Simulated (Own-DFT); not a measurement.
Hf₁₉Si₄₁ (HfSi2 crystal with substituted atoms, atoms displaced) (calculated)

A calculation, not a measurement: plane-wave density functional theory by an unreviewed code, no spin, of a simulated periodic cell, stress positive in tension, run twice, with PBE and with PBEsol, both on files made for PBE, so the change isn't that of files made for PBEsol, hafnium file: forces about 75 meV/angstrom off all-electron values; forces on such cells moved up to 12 meV/angstrom on a denser k mesh; the far tail of each file's local potential was reset to the Coulomb form; each entry is a single point on an unrelaxed cell, so the pressure reflects the starting lattice, taken from the Materials Project, from which strain is counted, and rises with the displacements; printed positions are rounded, which can move forces by about a meV/angstrom; the program, named Own-DFT, is a retired in-house code; no spin-orbit coupling; stress was not checked against mesh or cutoff. Program: Own-DFT development build.

### Hf₁₉Si₄₁ (HfSi2 crystal with substituted atoms, atoms displaced)

```
Hf19Si41
1.0
     -7.2972     7.0724    -1.7824
      3.6486     7.0873     5.7379
      3.6486     3.5213    -8.4115
Hf Si Hf Si Hf Si Hf Si Hf Si Hf Si Hf Si Hf Si Hf Si Hf Si
2 4 2 4 2 4 2 4 2 4 2 4 2 5 1 4 2 4 2 4
Direct
  0.52574 0.54166 0.75359
  0.26904 0.26031 0.04237
  0.42567 0.29059 0.79982
  0.37455 0.49386 0.99552
  0.27606 0.59636 0.70100
  0.53355 0.20124 0.09850
  0.72772 0.74734 0.95187
  0.47752 0.45450 0.24302
  0.62402 0.49712 0.99724
  0.57429 0.69557 0.19662
  0.47798 0.79087 0.90192
  0.71832 0.40414 0.29869
  0.92862 0.94269 0.15322
  0.67717 0.65758 0.44574
  0.82741 0.70049 0.19727
  0.77523 0.89722 0.39786
  0.67634 0.99824 0.10163
  0.92683 0.60378 0.49858
  0.02204 0.54632 0.75818
  0.77715 0.25438 0.03927
  0.92973 0.30311 0.80116
  0.87288 0.49415 0.00073
  0.77036 0.59822 0.70076
  0.02495 0.20003 0.09445
  0.22749 0.74743 0.95495
  0.98244 0.45507 0.24470
  0.12693 0.49646 0.00043
  0.07733 0.70183 0.19743
  0.97485 0.79962 0.90709
  0.22221 0.40798 0.29390
  0.42930 0.94382 0.15872
  0.17631 0.65630 0.44992
  0.32459 0.69896 0.19889
  0.27486 0.90035 0.39802
  0.17523 0.98760 0.09674
  0.42728 0.59956 0.49522
  0.62274 0.14692 0.35747
  0.38158 0.85843 0.64502
  0.52193 0.89734 0.40072
  0.47263 0.09724 0.60496
  0.37211 0.19540 0.30595
  0.62274 0.80536 0.69984
  0.82411 0.34529 0.55369
  0.57418 0.06285 0.84538
  0.72162 0.09891 0.60114
  0.67777 0.30220 0.79752
  0.57939 0.39590 0.49676
  0.82440 0.00755 0.89270
  0.12189 0.14686 0.35559
  0.87292 0.85833 0.64325
  0.02592 0.89937 0.40128
  0.97381 0.09659 0.60065
  0.88093 0.19458 0.30213
  0.12754 0.80466 0.69365
  0.32557 0.34261 0.55210
  0.07375 0.05709 0.84377
  0.22066 0.10627 0.59795
  0.17886 0.29506 0.79997
  0.07701 0.39657 0.50330
  0.32325 0.00395 0.89372
```

* functional: PBE, then PBEsol
* potential files: PseudoDojo norm-conserving, scalar-relativistic, standard set
* wave cutoff: 42 hartree
* occupations: cold (Marzari-Vanderbilt)
* smearing width: 0.2 eV
* k mesh: 4 x 4 x 4 centred on Gamma
* PBE pressure: 2.73 GPa
* PBE stress xx: -2.23 GPa
* PBE stress yy: -3.49 GPa
* PBE stress zz: -2.49 GPa
* PBE stress yz: 0.23 GPa
* PBE stress xz: 0.04 GPa
* PBE stress xy: -0.02 GPa
* PBEsol pressure: -0.44 GPa
* PBEsol stress xx: 0.62 GPa
* PBEsol stress yy: -0.21 GPa
* PBEsol stress zz: 0.93 GPa
* PBEsol stress yz: 0.27 GPa
* PBEsol stress xz: 0.04 GPa
* PBEsol stress xy: -0.02 GPa
* rms change of force components from PBE to PBEsol: 0.026 eV/Å

Force:
```csv
force element,PBE force x (eV/Å),PBE force y (eV/Å),PBE force z (eV/Å),PBEsol force x (eV/Å),PBEsol force y (eV/Å),PBEsol force z (eV/Å)
Hf,0.131,-0.217,0.123,0.142,-0.198,0.155
Hf,-0.999,0.157,-1.306,-0.985,0.15,-1.304
Si,0.398,0.527,0.737,0.391,0.528,0.714
Si,0.101,0.417,0.067,0.1,0.415,0.064
Si,0.169,-0.028,-0.214,0.168,-0.044,-0.27
Si,1.284,-0.48,0.38,1.283,-0.449,0.436
Hf,0.201,-0.302,-0.523,0.202,-0.29,-0.483
Hf,0.415,-0.584,0.362,0.409,-0.577,0.324
Si,0.086,0.191,0.109,0.087,0.185,0.103
Si,-0.054,0.328,-0.037,-0.05,0.33,-0.039
Si,0.718,0.357,-0.064,0.723,0.333,-0.123
Si,-1.678,0.638,0.29,-1.68,0.632,0.371
Hf,0.569,-0.024,0.014,0.552,-0.015,0.047
Hf,0.112,-0.342,0.229,0.123,-0.343,0.206
Si,0.038,-0.157,-0.193,0.037,-0.155,-0.188
Si,0.16,0.133,0.139,0.162,0.134,0.132
Si,-0.326,0.081,-0.454,-0.336,0.06,-0.515
Si,-0.011,-0.109,0.05,-0.009,-0.077,0.12
Hf,-0.283,0.247,0.091,-0.282,0.256,0.124
Hf,0.331,0.297,-0.287,0.328,0.281,-0.305
Si,-0.005,-0.429,0.395,-0.009,-0.412,0.358
Si,0.048,0.58,0.274,0.046,0.578,0.266
Si,-0.827,-0.131,-0.286,-0.793,-0.117,-0.339
Si,0.099,0.17,0.027,0.09,0.185,0.089
Hf,-0.623,-0.92,-0.172,-0.61,-0.896,-0.138
Hf,0.846,-0.883,0.454,0.818,-0.873,0.431
Si,0.417,0.076,0.539,0.417,0.065,0.519
Si,0.029,-0.127,-0.396,0.031,-0.127,-0.384
Si,-0.587,-0.263,0.33,-0.579,-0.268,0.27
Si,-0.703,0.538,-0.443,-0.697,0.539,-0.378
Hf,0.169,-0.599,0.698,0.168,-0.584,0.713
Hf,-0.348,-0.235,0.755,-0.348,-0.241,0.716
Si,-0.098,0.084,-0.071,-0.104,0.082,-0.072
Si,0.102,0.033,-0.228,0.102,0.035,-0.223
Si,0.585,1.236,-0.182,0.588,1.191,-0.238
Si,0.259,0.259,0.167,0.256,0.271,0.226
Hf,-0.647,-0.394,-0.198,-0.634,-0.389,-0.152
Hf,0.516,-1.272,-0.037,0.509,-1.264,-0.071
Si,-0.325,0.384,0.089,-0.325,0.381,0.08
Si,-0.224,0.011,0.66,-0.227,0,0.647
Si,-0.289,0.064,0.426,-0.285,0.054,0.366
Si,-0.414,0.333,0.238,-0.414,0.346,0.307
Si,-0.114,-0.22,-0.953,-0.117,-0.205,-0.904
Hf,-0.427,-0.619,-0.755,-0.428,-0.62,-0.766
Si,-0.14,0.299,0.486,-0.14,0.262,0.455
Si,-0.202,-0.058,0.149,-0.174,-0.066,0.123
Si,0.597,0.376,-1.001,0.631,0.322,-1.046
Si,-0.221,-0.089,-0.161,-0.219,-0.073,-0.101
Hf,-0.771,-0.029,-0.137,-0.772,-0.018,-0.109
Hf,-0.287,0.14,-0.33,-0.284,0.136,-0.35
Si,-0.022,-0.043,0.141,-0.02,-0.048,0.136
Si,0.205,0.217,0.49,0.188,0.207,0.458
Si,1.352,-0.077,0.08,1.319,-0.11,0.036
Si,0.447,0.19,-0.176,0.448,0.2,-0.12
Hf,0.168,0.523,-0.164,0.166,0.522,-0.129
Hf,-0.319,-0.196,0.028,-0.315,-0.196,-0.002
Si,-0.384,-0.163,-0.409,-0.387,-0.161,-0.396
Si,0.3,0.117,0.488,0.306,0.121,0.472
Si,0.689,-0.413,-0.097,0.652,-0.392,-0.153
Si,-0.214,0.401,-0.23,-0.223,0.407,-0.166
```
